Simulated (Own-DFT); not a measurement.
# Response to strain: C40 NbSi2, 36 atoms (Nb12Si24)

These are calculations, not measurements. They come from Own-DFT, an in-house plane-wave density functional program, since retired, whose code no person has reviewed. Each row is one single-point run on a periodic cell that was not relaxed, without spin or spin-orbit coupling.

Settings of every run: PBE; PseudoDojo norm-conserving scalar-relativistic files; cutoff 42 hartree; 4 x 4 x 5 k mesh centred on Gamma; cold (Marzari-Vanderbilt) smearing of 0.2 eV.

Known limits: forces on such cells failed a check on a denser k mesh; stress not checked against mesh or cutoff.

Unstrained cell vectors in Å: (0.000, 8.324, 0.000); (-9.613, 0.000, 0.000); (0.000, 0.000, 6.586). The unstrained cell was taken from the Materials Project. The random moves and any unrelaxed bonds add to the pressure at no strain. Each run strains this cell uniformly, with the atoms carried along. Every atom was also moved at random, by a Gaussian of width 0.05 Å on each axis. Strain is the symmetric tensor, in per cent. Stress is positive in tension, and the pressure is minus a third of its trace.

| run | e_xx (%) | e_yy (%) | e_zz (%) | e_yz (%) | e_xz (%) | e_xy (%) | s_xx (GPa) | s_yy (GPa) | s_zz (GPa) | s_yz (GPa) | s_xz (GPa) | s_xy (GPa) | P (GPa) | E (meV/atom) |
|---|---|---|---|---|---|---|---|---|---|---|---|---|---|---|
| 1 | 1.72 | 0.06 | -0.94 | -0.71 | 0.63 | -1.66 | 2.62 | -1.14 | -6.55 | -2.23 | 1.73 | -4.47 | 1.69 | 6.0 |
| 2 | 1.72 | 1.24 | 0.23 | 1.12 | 0.19 | -0.94 | 4.64 | 3.49 | -0.38 | 3.39 | 0.79 | -2.67 | -2.58 | 0.0 |
| 3 | 0.95 | -0.58 | -0.68 | 1.52 | 0.31 | 1.54 | 0.86 | -5.27 | -6.64 | 5.09 | 1.24 | 3.98 | 3.68 | 10.3 |
| 4 | -0.57 | -0.05 | 1.01 | 0.12 | 0.54 | 0.25 | -3.56 | -1.83 | 0.24 | 0.95 | 1.57 | 0.90 | 1.72 | 0.0 |
| 5 | -0.48 | -1.27 | 0.90 | -0.17 | -1.00 | -0.71 | -3.92 | -6.85 | -1.01 | -0.72 | -2.58 | -2.51 | 3.93 | 5.0 |
| 6 | -0.68 | -0.65 | -0.43 | 1.77 | -1.81 | 0.88 | -6.60 | -5.60 | -8.41 | 5.00 | -6.27 | 3.15 | 6.87 | 41.7 |
| 7 | 1.32 | -1.94 | -0.74 | 0.82 | -1.10 | 1.16 | 0.07 | -9.06 | -8.07 | 3.28 | -4.29 | 3.57 | 5.69 | 19.4 |
| 8 | -1.03 | -0.55 | 0.66 | 1.70 | 0.08 | -1.21 | -7.41 | -4.63 | -1.68 | 5.36 | -0.17 | -3.70 | 4.57 | 20.2 |
| 9 | -1.67 | 0.47 | -1.80 | 1.23 | 1.39 | 0.96 | -11.02 | -3.90 | -13.99 | 4.22 | 4.68 | 2.36 | 9.63 | 44.2 |
| 10 | 0.77 | -1.22 | 1.18 | -1.30 | -1.07 | 1.16 | 0.90 | -5.56 | 1.26 | -3.79 | -3.47 | 3.26 | 1.13 | 2.4 |
| 11 | 0.56 | 1.69 | -0.57 | 0.89 | -0.24 | 1.18 | 0.38 | 3.29 | -4.51 | 3.38 | -1.48 | 3.32 | 0.28 | 5.8 |
| 12 | 0.27 | -1.17 | -1.28 | 0.73 | -0.72 | 0.65 | -2.58 | -7.83 | -10.56 | 2.86 | -2.12 | 1.67 | 6.99 | 9.8 |
| 13 | 1.79 | 1.31 | -1.57 | -1.17 | -1.92 | -1.21 | 3.00 | 2.49 | -8.88 | -3.66 | -5.51 | -2.72 | 1.13 | 19.9 |
| 14 | 1.27 | -1.17 | -0.71 | -0.44 | 0.24 | 0.71 | 0.83 | -6.20 | -6.73 | -2.06 | 0.85 | 1.81 | 4.03 | 5.3 |
| 15 | -1.95 | -0.10 | -1.25 | 1.34 | -1.09 | -0.99 | -11.66 | -5.22 | -11.98 | 4.42 | -4.05 | -3.63 | 9.62 | 31.5 |
| 16 | 0.78 | -1.32 | -1.95 | 1.29 | 1.22 | 1.12 | ? | ? | ? | ? | ? | ? | ? | ? |

E is the free energy for each atom above the lowest run shown.

## Worked fit

Each stress component was fitted by least squares to a constant and the strains of the runs shown, as fractions, with shears doubled. Shear strains stay in the fit of a normal stress only where such slopes are resolved. The slopes, in GPa:

| stress | at no strain | per e_xx | per e_yy | per e_zz | scatter |
|---|---|---|---|---|---|
| s_xx | -2.7 | 390 ± 14 | 52 ± 17 | 100 ± 19 | 0.65 |
| s_yy | -2.5 | 77 ± 8 | 364 ± 10 | 87 ± 11 | 0.39 |
| s_zz | -4.0 | 99 ± 10 | 82 ± 12 | 482 ± 13 | 0.46 |

Each shear stress against twice its own strain: yz 156 ± 8, xz 162 ± 8, xy 144 ± 6 GPa. These are stiffnesses along x, y and z of the frame in which the cell vectors are given, which need not be the crystal's axes. The atoms are held to the strained lattice; where symmetry lets them move under strain, relaxing them would lower some slopes. The table should be nearly symmetric about its diagonal, and what it lacks of that shows the noise. A ninth of its sum, 193 ± 8 GPa, estimates the bulk modulus near the mean pressure of these runs, 3.9 GPa, so it lies above the value at zero pressure.

## Withheld run

Question: what normal stresses and pressure should run 16 give?

The fit gives s_xx = -2.3, s_yy = -8.4, s_zz = -13.7 and P = 8.1 GPa. The calculation gave -2.44, -8.62, -14.19 and P = 8.42 GPa.
